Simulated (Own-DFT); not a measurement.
## Calculated data, SiC (2H silicon carbide, strained, atoms displaced)

All values are calculated (Own-DFT development build). A calculation, not a measurement: plane-wave PBE density functional theory by an unreviewed code, no spin, of a simulated periodic cell, stress positive in tension, free energy of the whole cell less one offset for each atom, forces on such cells passed a denser k mesh, this cell's mesh not checked; offsets are fitted by least squares, one for each functional and potential file, so energies compare only between cells with the same atoms and settings and are not formation energies; the far tail of each file's local potential was reset to the Coulomb form; each entry is a single point on an unrelaxed cell, so the pressure reflects the starting lattice, mostly measured values (interpolated for alloys), from which strain is counted, and rises with the displacements; printed positions are rounded, which can move forces by about a meV/angstrom; the program, named Own-DFT, is a retired in-house code; no spin-orbit coupling.

Settings shared by all entries: functional PBE; potential files PseudoDojo norm-conserving, scalar-relativistic, standard set; wave cutoff 42 hartree; occupations Fermi-Dirac; smearing width 0.1 eV; hardware one NVIDIA H100; k mesh 5 x 5 x 3 centred on Gamma.

(1) SiC (2H silicon carbide, strained, atoms displaced)

```
cell vectors (Å)
   6.2063    -0.1084    -0.0432
  -3.1971     5.3390     0.1084
  -0.0705     0.1637     9.9925
atoms (fractions of the cell vectors)
Si  0.99026  0.99711  0.00609
Si  0.16640  0.33842  0.24923
C   0.00029  0.00540  0.18390
C   0.16856  0.33164  0.43574
Si  0.01946  0.02152  0.50283
Si  0.15748  0.32422  0.74741
C   0.00829  0.00742  0.68646
C   0.17249  0.34212  0.93464
Si  0.99803  0.50966  0.98663
Si  0.18598  0.84366  0.24402
C   0.99605  0.48263  0.18955
C   0.16791  0.82942  0.43329
Si  0.00985  0.49905  0.49153
Si  0.17481  0.83352  0.74709
C   0.00567  0.50201  0.68768
C   0.16613  0.83156  0.93721
Si  0.51024  0.99843  0.99577
Si  0.65739  0.32047  0.24038
C   0.51202  0.01516  0.18250
C   0.68635  0.33369  0.43194
Si  0.50309  0.99699  0.49618
Si  0.66925  0.33792  0.75063
C   0.47921  0.98280  0.69184
C   0.66220  0.34069  0.93298
Si  0.49644  0.49975  0.00260
Si  0.68109  0.83862  0.24942
C   0.49907  0.50712  0.18921
C   0.66868  0.82908  0.43943
Si  0.49460  0.49906  0.50248
Si  0.65668  0.84143  0.74329
C   0.48601  0.50390  0.68816
C   0.65609  0.81838  0.93092
```

Results for SiC (2H silicon carbide, strained, atoms displaced): free energy of cell above offsets -2.208 eV; pressure 8.34 GPa; stress xx -2.43 GPa; stress yy -11.93 GPa; stress zz -10.66 GPa; stress yz 5.77 GPa; stress xz -1.51 GPa; stress xy -9.2 GPa; wall time 120.1 s.

Force:
```tsv
element	x (eV/Å)	y (eV/Å)	z (eV/Å)
Si	0.834	0.493	-3.211
Si	0.51	-0.686	-0.354
C	1.689	-0.052	1.627
C	0.113	1.583	-0.589
Si	-0.337	-3.886	-0.724
Si	0.19	1.315	1.079
C	-0.57	-1.454	0.259
C	-1.312	-1.368	0.433
Si	1.401	-2.237	2.384
Si	-1.864	-1.912	0.248
C	-0.962	2.633	-1.75
C	-0.042	1.785	0.091
Si	-0.51	0.115	1.334
Si	-3.659	-1.265	1.396
C	-0.754	-0.683	-0.91
C	-0.428	2.33	-0.147
Si	-1.015	-0.006	-0.502
Si	0.453	3.493	2.035
C	0.893	-3.02	-0.684
C	-2.648	-0.632	0.437
Si	0.089	0.097	0.194
Si	-1.193	-0.097	-1.465
C	2.795	3.859	-2.24
C	0.317	-0.634	1.01
Si	-0.041	-0.744	-0.756
Si	-1.456	-0.375	0.8
C	0.912	-0.449	-0.272
C	0.25	1.236	-0.23
Si	2.008	-0.198	-0.53
Si	2.022	-1.391	0.514
C	2.021	-0.196	-0.416
C	0.292	2.346	0.937
```

(2) SiC (2H silicon carbide, strained, atoms displaced)

```
cell vectors (Å)
   6.2282     0.1037     0.1129
  -3.0243     5.1914    -0.0690
   0.1843    -0.0237    10.0026
atoms (fractions of the cell vectors)
Si  0.99061  0.99746  0.99836
Si  0.15860  0.34146  0.26258
C   0.99146  0.00810  0.18441
C   0.17892  0.33519  0.43708
Si  0.00647  0.02284  0.49919
Si  0.18164  0.34911  0.74608
C   0.98424  0.99458  0.68899
C   0.16941  0.33136  0.93150
Si  0.00447  0.49565  0.00833
Si  0.18853  0.84443  0.24540
C   0.99920  0.50873  0.18740
C   0.16802  0.82584  0.42918
Si  0.01078  0.51689  0.50121
Si  0.15868  0.82624  0.75963
C   0.00951  0.49898  0.67949
C   0.16797  0.82751  0.93058
Si  0.51135  0.01067  0.99677
Si  0.66657  0.33782  0.25322
C   0.49584  0.00883  0.18850
C   0.68053  0.33350  0.43419
Si  0.49783  0.00687  0.49763
Si  0.67006  0.34072  0.74768
C   0.50406  0.99733  0.69564
C   0.66660  0.32616  0.93064
Si  0.51238  0.50533  0.00045
Si  0.66708  0.81173  0.24812
C   0.50548  0.50663  0.17497
C   0.68090  0.85156  0.43788
Si  0.49844  0.49661  0.49314
Si  0.65026  0.81541  0.73559
C   0.49246  0.49746  0.68749
C   0.66535  0.83854  0.93320
```

The calculation gives: free energy of cell above offsets -1.081 eV; pressure 9.48 GPa; stress xx 1.51 GPa; stress yy -14.7 GPa; stress zz -15.26 GPa; stress yz 0.58 GPa; stress xz 5.61 GPa; stress xy 5.47 GPa; wall time 119.8 s.

Force:
```tsv
element	x (eV/Å)	y (eV/Å)	z (eV/Å)
Si	0.769	0.295	-1.002
Si	0.743	-0.669	-4.694
C	1.438	-0.225	1.079
C	-0.636	1.965	0.902
Si	0.879	-3.813	0.919
Si	-2.047	-2.958	1.017
C	1.734	0.641	-0.675
C	0.55	0.635	1.331
Si	-0.25	0.176	-3.111
Si	-3.499	-0.421	-0.14
C	0.382	-0.442	1.609
C	-0.217	2.724	1.06
Si	-0.206	-1.487	-0.815
Si	0.009	1.049	-4.16
C	-1.34	0.497	1.69
C	-0.254	0.18	4.537
Si	-1.426	-1.765	0.198
Si	0.277	0.177	-1.775
C	2.649	-0.018	-1.02
C	-0.969	1.128	1.141
Si	0.28	-1.189	0.997
Si	1.055	-0.961	-0.331
C	-2.434	0.515	-2.391
C	0.573	2.387	1.308
Si	-1.399	-0.496	-3.127
Si	-1.107	3.891	0.277
C	-0.583	-2.269	4.093
C	-0.215	-1.821	-0.426
Si	1.234	1.552	1.026
Si	1.119	3.422	3.002
C	1.754	-1.712	-2.264
C	1.138	-0.987	-0.256
```

(3) SiC (2H silicon carbide, strained, atoms displaced)

```
cell vectors (Å)
   6.1395     0.0554    -0.0227
  -3.0218     5.2515     0.0832
  -0.0371     0.1355    10.1809
atoms (fractions of the cell vectors)
Si  0.99535  0.98314  0.00091
Si  0.16787  0.33699  0.25446
C   0.99956  0.00907  0.19388
C   0.16791  0.33963  0.43859
Si  0.01604  0.00860  0.50136
Si  0.16839  0.32545  0.75271
C   0.99584  0.00477  0.67130
C   0.16012  0.32703  0.93382
Si  0.01737  0.50592  0.00740
Si  0.16802  0.84683  0.26177
C   0.00614  0.49604  0.19569
C   0.15127  0.82425  0.43239
Si  0.98635  0.49420  0.49704
Si  0.15252  0.82791  0.74668
C   0.99792  0.50203  0.68478
C   0.14790  0.82004  0.93836
Si  0.51237  0.00195  0.99547
Si  0.67915  0.33940  0.25265
C   0.50813  0.00273  0.18006
C   0.66386  0.34576  0.44608
Si  0.47631  0.99949  0.50553
Si  0.68113  0.32548  0.75636
C   0.50190  0.00933  0.68704
C   0.67098  0.34260  0.93561
Si  0.48662  0.49420  0.99510
Si  0.66992  0.82589  0.24749
C   0.49326  0.49359  0.19558
C   0.67247  0.83421  0.44403
Si  0.49734  0.51102  0.49916
Si  0.68395  0.84142  0.75771
C   0.48538  0.49885  0.68710
C   0.66495  0.83005  0.94372
```

The calculation gives: free energy of cell above offsets -2.009 eV; pressure 6.3 GPa; stress xx -5.93 GPa; stress yy -9.74 GPa; stress zz -3.24 GPa; stress yz 4.45 GPa; stress xz 0.36 GPa; stress xy 3.79 GPa; wall time 118.8 s.

Force:
```tsv
element	x (eV/Å)	y (eV/Å)	z (eV/Å)
Si	-0.668	1.735	1.585
Si	0.741	-0.548	0.623
C	0.808	-0.923	-1.361
C	-0.059	-0.012	-0.151
Si	-2.643	-0.661	-2.733
Si	-0.829	1.061	-1.705
C	0.776	-0.185	5.214
C	0.18	-0.641	1.074
Si	-1.884	-1.832	-0.121
Si	1.456	-0.667	-4.325
C	-1.124	2.162	-1.058
C	1.042	1.085	3.034
Si	0.971	-0.235	1.278
Si	1.256	0.568	0.3
C	0.731	-0.404	0.21
C	2.26	1.575	-1.026
Si	-2.517	0.721	0.92
Si	-1.032	-1.356	0.141
C	-0.753	-0.041	1.81
C	-0.215	-1.904	-1.859
Si	2.994	0.168	-1.047
Si	-2.785	1.478	-1.77
C	-0.185	-1.572	1.553
C	0.837	-0.589	1.25
Si	1.308	-0.755	1.496
Si	-1.311	0.888	1.594
C	0.829	0.192	-2.095
C	-1.149	1.935	-1.429
Si	-0.017	-0.434	1.412
Si	-2.102	-1.673	-2.526
C	2.266	0.685	1
C	0.817	0.178	-1.287
```

(4) SiC (2H silicon carbide, strained, atoms displaced)

```
cell vectors (Å)
   6.2183     0.0493     0.0856
  -3.0665     5.3524    -0.1021
   0.1398    -0.1119    10.0339
atoms (fractions of the cell vectors)
Si  0.01215  0.00546  0.00936
Si  0.15462  0.32147  0.23920
C   0.99961  0.99277  0.18949
C   0.16700  0.33356  0.43226
Si  0.98747  0.99371  0.49879
Si  0.17495  0.33867  0.75794
C   0.98869  0.98928  0.68421
C   0.15829  0.33372  0.94370
Si  0.00609  0.51568  0.99133
Si  0.15580  0.84059  0.25805
C   0.01335  0.49307  0.18369
C   0.15866  0.82870  0.45022
Si  0.00939  0.50272  0.49160
Si  0.16239  0.83023  0.74458
C   0.01133  0.51367  0.68483
C   0.17432  0.84290  0.93249
Si  0.49840  0.00038  0.00705
Si  0.67038  0.32895  0.25478
C   0.49498  0.01024  0.18513
C   0.64488  0.31485  0.44854
Si  0.50242  0.99981  0.50077
Si  0.66499  0.33722  0.74119
C   0.49218  0.99000  0.68323
C   0.66162  0.32637  0.93105
Si  0.49791  0.50119  0.99669
Si  0.65678  0.83537  0.25391
C   0.51519  0.52140  0.18093
C   0.66568  0.82383  0.43604
Si  0.49069  0.48376  0.50280
Si  0.67339  0.83172  0.75081
C   0.49399  0.50894  0.69434
C   0.66460  0.83095  0.92884
```

Results for SiC (2H silicon carbide, strained, atoms displaced): free energy of cell above offsets -2.429 eV; pressure 2.54 GPa; stress xx 2.09 GPa; stress yy -1.13 GPa; stress zz -8.58 GPa; stress yz -3.67 GPa; stress xz 4.25 GPa; stress xy 4.51 GPa; wall time 121.8 s.

Force:
```tsv
element	x (eV/Å)	y (eV/Å)	z (eV/Å)
Si	-1.625	-0.879	-2.948
Si	2.564	1.812	1.511
C	-1.448	-0.01	0.502
C	0.285	-1.155	-0.177
Si	0.246	0.929	0.451
Si	-1.698	-1.042	-1.316
C	0.778	1.706	0.708
C	1.323	-0.122	-0.284
Si	-1.219	-1.217	0.931
Si	2.348	-1.607	-0.318
C	-3.007	1.464	0.478
C	0.561	0.958	-2.73
Si	-1.236	-1.061	2.064
Si	0.239	1.499	0.195
C	-0.227	-2.614	-0.069
C	-0.054	-0.067	1.002
Si	0.629	0.303	-3.503
Si	-0.864	1.721	-1.015
C	0.226	-1.101	2.499
C	2.42	1.768	-2.285
Si	-0.332	-2.096	0.609
Si	0.725	-0.736	0.806
C	0.633	1.061	0.87
C	0.237	0.734	0.788
Si	0.641	0.458	-0.575
Si	0.33	0.078	-1.265
C	-0.184	-2.465	1.357
C	-0.696	-0.137	0.54
Si	-1.49	1.619	0.166
Si	-1.747	1.185	-0.857
C	1.152	-1.453	-1.537
C	0.491	0.466	3.401
```

(5) SiC (2H silicon carbide, strained, atoms displaced)

```
cell vectors (Å)
   6.1929     0.0444     0.0934
  -3.0580     5.3618    -0.1021
   0.1525    -0.1044    10.1584
atoms (fractions of the cell vectors)
Si  0.99248  0.99017  0.00748
Si  0.15177  0.32144  0.24554
C   0.00328  0.00435  0.18539
C   0.16753  0.34188  0.44394
Si  0.00931  0.00949  0.50668
Si  0.16831  0.34028  0.75371
C   0.00241  0.99522  0.68177
C   0.16424  0.33163  0.93584
Si  0.99802  0.49946  0.99427
Si  0.16245  0.84112  0.24071
C   0.00796  0.51309  0.18884
C   0.16083  0.83430  0.44052
Si  0.99831  0.49722  0.50015
Si  0.16523  0.82970  0.74532
C   0.99744  0.51199  0.68661
C   0.17345  0.82428  0.93302
Si  0.50396  0.00025  0.99753
Si  0.65867  0.33111  0.24426
C   0.47465  0.98882  0.18917
C   0.66398  0.33765  0.44515
Si  0.49650  0.00242  0.50135
Si  0.63707  0.33467  0.74455
C   0.50676  0.01738  0.68484
C   0.67344  0.34371  0.94999
Si  0.49943  0.49638  0.00464
Si  0.64653  0.82819  0.24309
C   0.49669  0.49280  0.17849
C   0.66681  0.84994  0.44258
Si  0.50396  0.50813  0.50155
Si  0.66616  0.82643  0.74476
C   0.50793  0.49909  0.69044
C   0.66574  0.82377  0.93266
```

It finds free energy of cell above offsets -2.303 eV; pressure 1.27 GPa; stress xx -1.88 GPa; stress yy -0.1 GPa; stress zz -1.84 GPa; stress yz -3.68 GPa; stress xz 4.24 GPa; stress xy 5.02 GPa; wall time 132.1 s.

Force:
```tsv
element	x (eV/Å)	y (eV/Å)	z (eV/Å)
Si	0.605	0.573	-3.495
Si	0.514	2.636	1.45
C	-2.012	-1.238	0.522
C	1.288	-0.941	-1.468
Si	-0.95	-0.275	-2.281
Si	-0.865	-0.778	-1.195
C	-0.607	0.929	2.647
C	0.716	-0.825	1.058
Si	0.848	0.488	1.057
Si	-0.696	-1.517	3.298
C	-0.754	-2.051	-0.933
C	0.601	0.036	-1.227
Si	-1.205	1.303	0.188
Si	0.092	1.256	0.494
C	0.417	-2.108	0.34
C	-0.976	1.166	0.565
Si	-0.466	-0.201	-0.238
Si	0.754	0.441	1.4
C	2.791	1.835	-1.457
C	0.364	-0.341	-1.997
Si	-1.15	0.611	-0.471
Si	5.87	-0.586	2.738
C	0.096	-2.482	0.826
C	-0.442	-1.859	-2.524
Si	-1.17	0.364	-2.534
Si	1.023	0.027	1.804
C	-1.056	0.382	3.115
C	1.516	-1.434	-1.23
Si	-0.642	0.437	-0.458
Si	-0.103	1.971	0.527
C	-4.484	1.629	-1.663
C	0.083	0.549	1.143
```
